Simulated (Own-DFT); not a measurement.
# What a defect does to the pressure of its cell: zincblende GaAs

Source: density functional calculations with Own-DFT, an unreviewed in-house program that is no longer used. Nothing was measured or relaxed, and spin and spin-orbit coupling are left out.

Method: PBE; PseudoDojo norm-conserving scalar-relativistic files; cutoff 42 hartree; 3 x 3 x 3 k mesh centred on Gamma; Fermi-Dirac smearing of 0.1 eV.

Limits (not all hold for every row): not probed for a lower state with spin; forces not confirmed at this smearing and k mesh; stress not checked against mesh or cutoff.

All runs share one cell, with vectors in Å (10.862, 0.000, 0.000); (0.000, 10.862, 0.000); (0.000, 0.000, 11.796) and a volume of 1391.7 Å³, strained against the parent crystal. u is the rms random offset of the atoms per axis. The defect's site can differ from row to row.

| cell | formula | u (Å) | P (GPa) |
|---|---|---|---|
| no defect | As32Ga32 | 0.0280 | 6.66 |
| no defect | As32Ga32 | 0.0463 | 6.95 |
| no defect | As32Ga32 | 0.0477 | 6.99 |
| one In on a Ga site | As32Ga31In | 0.0290 | 7.39 |
| one In on a Ga site | As32Ga31In | 0.0294 | 7.40 |
| one In on a Ga site | As32Ga31In | 0.0300 | 7.46 |
| one Al on a Ga site | AlAs32Ga31 | 0.0283 | 6.63 |
| one Al on a Ga site | AlAs32Ga31 | 0.0488 | 7.03 |
| one Al on a Ga site | AlAs32Ga31 | 0.0521 | 7.04 |
| one P on an As site | As31Ga32P | 0.0312 | 6.42 |
| one P on an As site | As31Ga32P | 0.0330 | 6.47 |
| one P on an As site | As31Ga32P | 0.0525 | ? |
| one P on an As site | As31Ga32P | 0.0542 | 6.80 |
| one As vacancy and one Ga vacancy | As31Ga31 | 0.0293 | 5.93 |
| one As vacancy and one Ga vacancy | As31Ga31 | 0.0488 | 6.08 |
| one As vacancy and one Ga vacancy | As31Ga31 | 0.0520 | 6.31 |

## Analysis

P = P0 + c u² + a shift for each defect gives P0 = 6.52 GPa, c = 199 ± 19 GPa/Å² and a scatter of 0.05 GPa. The shifts, and each times the cell's volume:

- one In on a Ga site: 0.72 ± 0.05 GPa, 6.3 eV
- one Al on a Ga site: -0.02 ± 0.04 GPa, -0.1 eV (not resolved)
- one P on an As site: -0.29 ± 0.04 GPa, -2.5 eV
- one As vacancy and one Ga vacancy: -0.81 ± 0.04 GPa, -7.0 eV

Against the defect-free cell, a freed cell would be larger where the shift is positive and smaller where it is negative (160.2 GPa Å³ is 1 eV). The atoms around the defects weren't relaxed, which would change these numbers.

## The run left out

Q: what pressure belongs in the blank (one P on an As site, u = 0.0525 Å)?

The fit gives 6.78 ± 0.06 GPa. The hidden result is 6.83 GPa.
